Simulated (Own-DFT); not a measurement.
## Calculated data, Hf36O71 (tetragonal hafnia with one neutral oxygen vacancy, atoms displaced)

All values are calculated (Own-DFT development build). A calculation, not a measurement: plane-wave PBE and HSE06 DFT by an unreviewed code, no spin, of a simulated cell at Gamma alone, so results move with cell size and shape, stress positive in tension, energies less offsets, not probed for a lower state with spin; hafnium file: forces about 75 meV/angstrom off all-electron values; oxygen file: force components 24 meV/angstrom off all-electron in a glass; k mesh not checked against a denser one; forces and stress are PBE's, HSE06 gives the energy alone, and its difference from PBE has offsets of its own; offsets are fitted by least squares, one for each functional and potential file, so energies compare only between cells with the same atoms and settings and are not formation energies; the far tail of each file's local potential was reset to the Coulomb form; each entry is a single point on an unrelaxed cell, so the pressure reflects the starting lattice, taken from the Materials Project, from which strain is counted, and rises with the displacements; printed positions are rounded, which can move forces by about a meV/angstrom; the program is a retired in-house code; no spin-orbit coupling.

Settings shared by all entries: first functional PBE; second functional HSE06; exact exchange share 0.25; screening 0.11 1/bohr; exchange divergence Gygi-Baldereschi; potential files PseudoDojo norm-conserving, scalar-relativistic, made for PBE, standard set; wave cutoff 48 hartree; occupations fixed; k mesh 1 x 1 x 1 centred on Gamma.

(1) Hf36O71 (tetragonal hafnia with one neutral oxygen vacancy, atoms displaced)

```
CELL_PARAMETERS angstrom
10.78000 0.00000 0.00000
0.00000 10.78000 0.00000
0.00000 0.00000 10.44930
ATOMIC_POSITIONS crystal
Hf 0.99712 0.99592 0.00585
Hf 0.16888 0.16605 0.25491
O 0.00007 0.16856 0.15294
O 0.16402 0.99955 0.35358
O 0.00190 0.16801 0.39965
O 0.16272 0.00175 0.09337
Hf 0.00127 0.99861 0.49988
Hf 0.16538 0.16636 0.75238
O 0.99854 0.16991 0.65038
O 0.16463 0.00655 0.84832
O 0.00277 0.17275 0.90332
O 0.16793 0.99840 0.59738
Hf 0.00160 0.33338 0.00133
Hf 0.16717 0.49915 0.25050
O 0.00208 0.49488 0.15440
O 0.17054 0.33184 0.34746
O 0.99891 0.49540 0.40445
O 0.16783 0.33556 0.10071
Hf 0.00042 0.33223 0.50413
Hf 0.16321 0.50090 0.75260
O 0.99429 0.49644 0.64845
O 0.17047 0.33742 0.85240
O 0.00107 0.49977 0.90473
O 0.17266 0.33346 0.60068
Hf 0.00106 0.66659 0.99610
Hf 0.16239 0.83463 0.25273
O 0.99697 0.83400 0.15557
O 0.16892 0.66846 0.34792
O 0.99961 0.83416 0.39885
O 0.16976 0.66487 0.10017
Hf 0.99616 0.66956 0.49800
Hf 0.16804 0.83292 0.75449
O 0.99634 0.83519 0.65263
O 0.16755 0.66668 0.84690
O 0.00177 0.83734 0.90396
O 0.16675 0.66724 0.59592
Hf 0.33319 0.99732 0.99825
Hf 0.50123 0.16293 0.24560
O 0.33519 0.16314 0.14441
O 0.49764 0.99809 0.34914
O 0.33737 0.16576 0.40300
O 0.50158 0.00382 0.09147
Hf 0.33091 0.00218 0.50419
Hf 0.49878 0.16703 0.75401
O 0.32957 0.16853 0.65155
O 0.50065 0.00028 0.84600
O 0.33021 0.16279 0.90111
O 0.49934 0.99965 0.59517
Hf 0.33061 0.33252 0.99849
Hf 0.49977 0.50122 0.25316
O 0.33245 0.49732 0.15317
O 0.49911 0.33448 0.35019
O 0.33249 0.49777 0.40145
O 0.50112 0.33298 0.09937
Hf 0.33294 0.32771 0.50614
Hf 0.49617 0.50276 0.75047
O 0.33060 0.50115 0.65569
O 0.49479 0.33334 0.84864
O 0.32678 0.49982 0.89948
O 0.50147 0.33477 0.59747
Hf 0.33214 0.66968 0.00212
Hf 0.49854 0.83455 0.24850
O 0.33255 0.83331 0.15605
O 0.50445 0.66581 0.34796
O 0.32695 0.83323 0.40052
O 0.50060 0.66667 0.10154
Hf 0.33447 0.66615 0.50102
Hf 0.50237 0.83022 0.74928
O 0.33724 0.83102 0.65225
O 0.49731 0.66940 0.85021
O 0.33265 0.82988 0.90271
O 0.50147 0.66814 0.59512
Hf 0.66805 0.99780 0.00006
Hf 0.83487 0.16778 0.25155
O 0.66655 0.16507 0.15073
O 0.83770 0.99933 0.34752
O 0.66424 0.16698 0.40393
O 0.82820 0.99853 0.10323
Hf 0.66673 0.99813 0.49911
Hf 0.82802 0.16014 0.74920
O 0.66653 0.16442 0.65927
O 0.83507 0.00410 0.84774
O 0.66843 0.16440 0.90088
O 0.83303 0.00006 0.59946
Hf 0.66045 0.33185 0.99918
Hf 0.83545 0.49721 0.25183
O 0.67213 0.49772 0.15301
O 0.82830 0.33543 0.34563
O 0.66724 0.49431 0.40179
O 0.83143 0.33832 0.09711
Hf 0.66583 0.33173 0.49247
Hf 0.83519 0.50145 0.75153
O 0.66746 0.49802 0.65382
O 0.83071 0.33930 0.84721
O 0.66998 0.49983 0.90064
O 0.83232 0.32532 0.60018
Hf 0.66377 0.66722 0.99856
Hf 0.83221 0.83711 0.25129
O 0.66941 0.83288 0.15147
O 0.83080 0.66735 0.34835
O 0.66682 0.83679 0.40221
O 0.83343 0.66695 0.09704
Hf 0.66528 0.66870 0.49391
Hf 0.82930 0.83265 0.75195
O 0.66489 0.83379 0.65007
O 0.83302 0.66284 0.84742
O 0.83050 0.66570 0.59192
```

* PBE energy of cell above offsets: -100.945 eV
* HSE06 less PBE above offsets: -0.142 eV
* PBE pressure: 0.57 GPa
* PBE stress xx: 0.24 GPa
* PBE stress yy: -0.79 GPa
* PBE stress zz: -1.16 GPa
* PBE stress yz: 0.13 GPa
* PBE stress xz: 0.2 GPa
* PBE stress xy: 0 GPa

Force:
```tsv
element	x (eV/Å)	y (eV/Å)	z (eV/Å)
Hf	-0.107	1.619	-0.471
Hf	-0.185	0.453	-0.718
O	-0.04	-0.192	0.295
O	0.053	0.302	-0.596
O	-0.191	-0.187	0.292
O	0.682	-0.449	0.677
Hf	-0.197	0.561	0.216
Hf	-0.698	1.004	0.005
O	0.63	-0.524	0.254
O	0.186	-1.792	-0.103
O	-0.131	-1.181	0.15
O	-0.536	-0.062	0.576
Hf	-0.739	-0.069	0.356
Hf	0.308	-0.11	0.275
O	-0.133	0.526	-0.055
O	-0.097	-0.212	0.236
O	0.097	0.869	-0.131
O	0.087	-0.374	-0.146
Hf	-0.327	-0.111	0.503
Hf	0.257	-0.487	-0.595
O	1.166	0.219	0.479
O	-0.182	-0.703	-0.416
O	0.284	0.572	-0.448
O	-1.547	0.159	0.141
Hf	-0.521	-0.283	1.156
Hf	0.683	-0.473	0.334
O	0.383	0.202	-0.629
O	-0.509	-0.293	-0.214
O	0.042	-0.129	0.391
O	-0.91	0.348	-0.489
Hf	0.439	-0.827	0.059
Hf	-0.155	0.499	-1.032
O	0.619	-0.239	0.268
O	-0.442	0.461	0.314
O	0.048	-0.89	-0.253
O	-0.51	0.133	0.256
Hf	-0.349	0.812	0.195
Hf	-0.313	0.911	0.546
O	-0.353	-0.073	0.983
O	0.237	0.051	-0.766
O	-0.417	-0.291	-0.302
O	-0.12	-0.56	0.566
Hf	0.715	-0.673	-0.703
Hf	0.151	0.168	-0.785
O	0.752	-0.317	0.141
O	0.12	-0.901	0.105
O	0.332	0.324	-0.092
O	0.113	0.141	0.168
Hf	0.004	0.181	0.303
Hf	0.215	-0.979	-0.453
O	0.55	0.203	-0.158
O	0.153	-0.667	-0.664
O	0.198	0.482	0.586
O	-0.665	-0.056	-0.149
Hf	0.824	0.893	-0.997
Hf	0.968	-0.755	-0.478
O	0.324	0.289	-0.21
O	0.152	0.166	0.142
O	0.612	0.73	0.689
O	-0.272	-0.23	0.301
Hf	0.276	-1.353	0.306
Hf	0.134	-0.34	0.371
O	-0.045	0.32	-0.634
O	-0.079	0.743	0.098
O	0.552	0.105	0.524
O	-0.219	0.095	-0.487
Hf	-0.765	-0.144	-0.498
Hf	-0.336	0.757	-0.288
O	-0.817	0.105	0.45
O	0.583	-0.252	0.089
O	-0.412	0.802	-0.173
O	-0.039	-0.174	0.462
Hf	-0.068	0.025	-0.412
Hf	0.013	0.427	-0.444
O	0.26	0.059	0.333
O	-0.227	0.615	0.471
O	0.214	-1.077	-0.494
O	0.775	0.08	-0.455
Hf	-0.359	0.835	0.586
Hf	0.919	2.717	-0.19
O	-1.033	-0.321	-0.702
O	-0.301	-1.983	0.808
O	-0.321	0.119	0.418
O	-0.118	-0.029	-0.249
Hf	1.627	0.689	-0.019
Hf	-0.16	0.46	-0.832
O	-1.316	0.347	0.143
O	0.294	-1.135	0.457
O	-0.141	1.516	-0.131
O	0.194	-0.678	-0.121
Hf	0.189	0.507	1.714
Hf	-1.38	-1.511	-0.608
O	-0.421	0.391	0.088
O	0.241	-1.224	-0.035
O	-1.01	0.461	0.616
O	-0.109	0.195	-1.096
Hf	0.889	-0.514	0.46
Hf	-0.071	-0.976	-0.198
O	-1.026	0.117	-0.354
O	0.12	0.146	-0.156
O	0.052	-0.272	-0.36
O	0.305	0.107	-0.663
Hf	0.353	-1.208	0.355
Hf	0.303	0.087	-0.398
O	0.486	-0.019	0.698
O	0.088	1.734	0.138
O	0.164	0.466	0.501
```

(2) Hf36O71 (tetragonal hafnia with one neutral oxygen vacancy, atoms displaced)

```
CELL_PARAMETERS angstrom
10.78000 0.00000 0.00000
0.00000 10.78000 0.00000
0.00000 0.00000 10.44930
ATOMIC_POSITIONS crystal
Hf 0.99759 0.00060 0.00200
Hf 0.16982 0.16279 0.24966
O 0.00323 0.17067 0.15397
O 0.16611 0.00778 0.34877
O 0.00269 0.16225 0.40206
O 0.16321 0.00122 0.09455
Hf 0.99929 0.00021 0.49675
Hf 0.16573 0.16619 0.74725
O 0.99605 0.16367 0.65580
O 0.16612 0.99955 0.85394
O 0.00258 0.17324 0.90298
O 0.16305 0.99547 0.59772
Hf 0.00115 0.33906 0.99725
Hf 0.16676 0.49929 0.25173
O 0.99880 0.49374 0.15194
O 0.16605 0.33069 0.34857
O 0.00265 0.50095 0.40466
O 0.16494 0.33610 0.09659
Hf 0.00302 0.32865 0.50133
Hf 0.16502 0.50246 0.74804
O 0.00479 0.49540 0.65031
O 0.16654 0.33736 0.84675
O 0.00001 0.50111 0.90151
O 0.16904 0.33722 0.59967
Hf 0.00468 0.66648 0.99758
Hf 0.16017 0.83484 0.24950
O 0.99696 0.83662 0.15246
O 0.16932 0.66668 0.34821
O 0.99936 0.83002 0.40611
O 0.16638 0.66545 0.09360
Hf 0.99472 0.66624 0.50523
Hf 0.16678 0.83207 0.75015
O 0.00006 0.83438 0.65771
O 0.16881 0.66852 0.84938
O 0.99358 0.83376 0.90533
O 0.16723 0.66619 0.59618
Hf 0.33511 0.99867 0.00067
Hf 0.49720 0.16251 0.24961
O 0.33313 0.16674 0.15050
O 0.49999 0.00733 0.34287
O 0.33535 0.16735 0.40989
O 0.50260 0.99911 0.09134
Hf 0.34053 0.00070 0.50106
Hf 0.49891 0.16828 0.75051
O 0.32900 0.16764 0.65407
O 0.49760 0.99451 0.84637
O 0.33125 0.17058 0.90487
O 0.49941 0.00316 0.59971
Hf 0.33193 0.33103 0.99797
Hf 0.50082 0.49739 0.25092
O 0.32796 0.50477 0.14868
O 0.49927 0.33113 0.34645
O 0.33477 0.50174 0.40253
O 0.50143 0.33372 0.10191
Hf 0.32857 0.32675 0.50370
Hf 0.50112 0.49737 0.75381
O 0.33557 0.50076 0.65135
O 0.49882 0.33048 0.85216
O 0.33801 0.49958 0.90054
O 0.49948 0.33285 0.60002
Hf 0.33982 0.67201 0.99755
Hf 0.50008 0.83432 0.24869
O 0.33274 0.83259 0.15359
O 0.50018 0.66560 0.34926
O 0.49984 0.66549 0.09982
Hf 0.33022 0.66561 0.49858
Hf 0.50067 0.83302 0.75457
O 0.33512 0.83679 0.65533
O 0.50187 0.66594 0.84284
O 0.33149 0.83028 0.90683
O 0.50190 0.66977 0.59510
Hf 0.66626 0.99924 0.99638
Hf 0.83016 0.16599 0.24594
O 0.66343 0.16829 0.15135
O 0.83712 0.00806 0.34735
O 0.67355 0.16808 0.40179
O 0.82532 0.99797 0.09495
Hf 0.66467 0.00380 0.50546
Hf 0.83672 0.16623 0.74979
O 0.66419 0.16620 0.65466
O 0.83677 0.00288 0.84937
O 0.66139 0.17141 0.90852
O 0.83192 0.00171 0.59966
Hf 0.65785 0.33305 0.99982
Hf 0.83443 0.49836 0.25032
O 0.66242 0.49787 0.15673
O 0.83517 0.33503 0.34532
O 0.66294 0.50141 0.40196
O 0.83032 0.33765 0.10049
Hf 0.66424 0.33490 0.50009
Hf 0.83353 0.50190 0.74351
O 0.66697 0.49771 0.65545
O 0.83071 0.33506 0.85036
O 0.66596 0.50006 0.89905
O 0.83524 0.33485 0.59625
Hf 0.66677 0.66552 0.99758
Hf 0.83584 0.83312 0.24744
O 0.66634 0.83307 0.15694
O 0.83323 0.66283 0.35139
O 0.67050 0.83144 0.40504
O 0.83222 0.66734 0.09442
Hf 0.66547 0.66688 0.50295
Hf 0.83554 0.82963 0.75349
O 0.66516 0.83173 0.64941
O 0.83515 0.66956 0.84257
O 0.66571 0.83616 0.90689
O 0.83134 0.67033 0.59930
```

- PBE stress xx: ?

Q: What PBE stress xx does the calculation give for Hf36O71 (tetragonal hafnia with one neutral oxygen vacancy, atoms displaced) (entry 2)?
A: -1.03 GPa

Q: Give the table of force values for Hf36O71 (tetragonal hafnia with one neutral oxygen vacancy, atoms displaced) (entry 2).
A: 
Force:
```tsv
element	x (eV/Å)	y (eV/Å)	z (eV/Å)
Hf	-0.168	0.958	-0.645
Hf	-1.174	1.465	-0.599
O	-0.652	-0.652	-0.043
O	0.383	-2.238	-0.015
O	0.042	1.044	0.547
O	0.777	-0.31	0.704
Hf	-0.421	-0.12	0.506
Hf	-0.579	-0.139	1.46
O	1.263	0.389	-0.841
O	0.096	-0.056	-0.934
O	-0.148	-1.068	-0.08
O	0.862	0.435	-0.108
Hf	-0.833	-0.577	1.063
Hf	0.233	-0.264	-0.398
O	0.34	0.742	0.135
O	0.227	-0.046	0.192
O	0.013	-0.252	0.233
O	0.696	-0.161	-0.146
Hf	-0.532	0.619	-1.027
Hf	1.318	-0.173	0.389
O	-1.107	0.536	0.074
O	0.096	-0.407	-0.321
O	0.038	0.802	-0.554
O	-0.861	-0.654	0.154
Hf	-0.445	-0.326	0.313
Hf	1.133	-0.31	0.481
O	0.391	0.047	-0.157
O	0.295	0.91	-0.384
O	0.105	0.524	-0.609
O	-0.137	0.623	0.379
Hf	0.67	-0.463	-0.944
Hf	0.201	0.792	-0.135
O	-0.159	-0.438	-0.219
O	-0.425	-0.17	-0.394
O	0.314	-0.028	-0.024
O	-0.473	0.222	0.464
Hf	-0.763	0.454	-0.207
Hf	0.855	2.368	-0.821
O	0.162	-0.388	0.162
O	-0.351	-2.088	1.176
O	-0.018	-0.684	-0.838
O	-0.706	-0.089	0.67
Hf	-1.497	-1.139	0.052
Hf	0.171	-0.117	0.258
O	0.659	-0.005	-0.009
O	-0.226	1.452	0.205
O	0.156	-1.438	-0.583
O	0.086	0.161	-0.128
Hf	-0.25	1.574	0.866
Hf	-1.011	0.234	0.145
O	0.828	-0.33	0.643
O	0.115	-0.36	0.403
O	-0.335	-0.881	0.204
O	-1.424	0.13	-0.365
Hf	1.107	2.064	-0.521
Hf	-0.803	-0.073	-0.557
O	-0.262	0.132	0.353
O	0.064	0.3	-0.322
O	0.138	0.322	0.1
O	-0.141	-0.316	0.111
Hf	-0.923	-2.478	1.086
Hf	0.245	-0.989	0.738
O	-0.32	0.389	0.593
O	-0.445	0.922	-0.497
O	0.554	0.429	-0.583
Hf	1.05	0.071	-0.27
Hf	0.334	-0.678	-1.599
O	-0.221	-0.01	-0.161
O	-0.03	0.35	0.908
O	0.29	1.274	-0.731
O	-0.779	-0.249	0.282
Hf	0.021	1.056	0.352
Hf	0.172	1.272	-0.005
O	-0.013	-0.259	0.32
O	0.083	-1.877	-0.255
O	-0.453	-0.072	0.486
O	1.332	0.193	0.567
Hf	1.156	-0.659	-0.648
Hf	-0.877	0.602	0.799
O	0.27	-0.021	0.085
O	-0.311	-0.164	-0.127
O	-0.115	-1.451	-1.029
O	0.059	-0.024	-0.31
Hf	1.756	0.552	0.805
Hf	-0.326	-0.42	-0.328
O	0.805	0.498	-0.614
O	0.126	-0.437	0.464
O	0.045	-0.556	0.532
O	-0.026	-0.311	-0.786
Hf	0.306	0.042	-0.513
Hf	0.108	-1.153	1.071
O	0.02	0.061	-0.548
O	0.226	0.073	-0.994
O	-0.173	0.434	0.375
O	-0.252	-0.03	-0.01
Hf	-0.011	-0.313	0.783
Hf	-1.563	-0.124	1.315
O	0.187	-0.067	-0.268
O	0.351	0.709	-0.501
O	-0.163	1.122	-0.074
O	0.339	0.054	-0.003
Hf	-0.652	0.468	-0.917
Hf	-0.442	1.543	-0.756
O	0.164	0.384	1.112
O	-0.336	-1.19	0.574
O	0.086	-1.037	-0.731
O	0.41	-0.475	0.493
```

Further results for Hf36O71 (tetragonal hafnia with one neutral oxygen vacancy, atoms displaced) (entry 2):

- PBE energy of cell above offsets: -100.511 eV
- HSE06 less PBE above offsets: -0.132 eV
- PBE pressure: 1.38 GPa
- PBE stress yy: -0.96 GPa
- PBE stress zz: -2.16 GPa
- PBE stress yz: 0.33 GPa
- PBE stress xz: 0.22 GPa
- PBE stress xy: 0.06 GPa
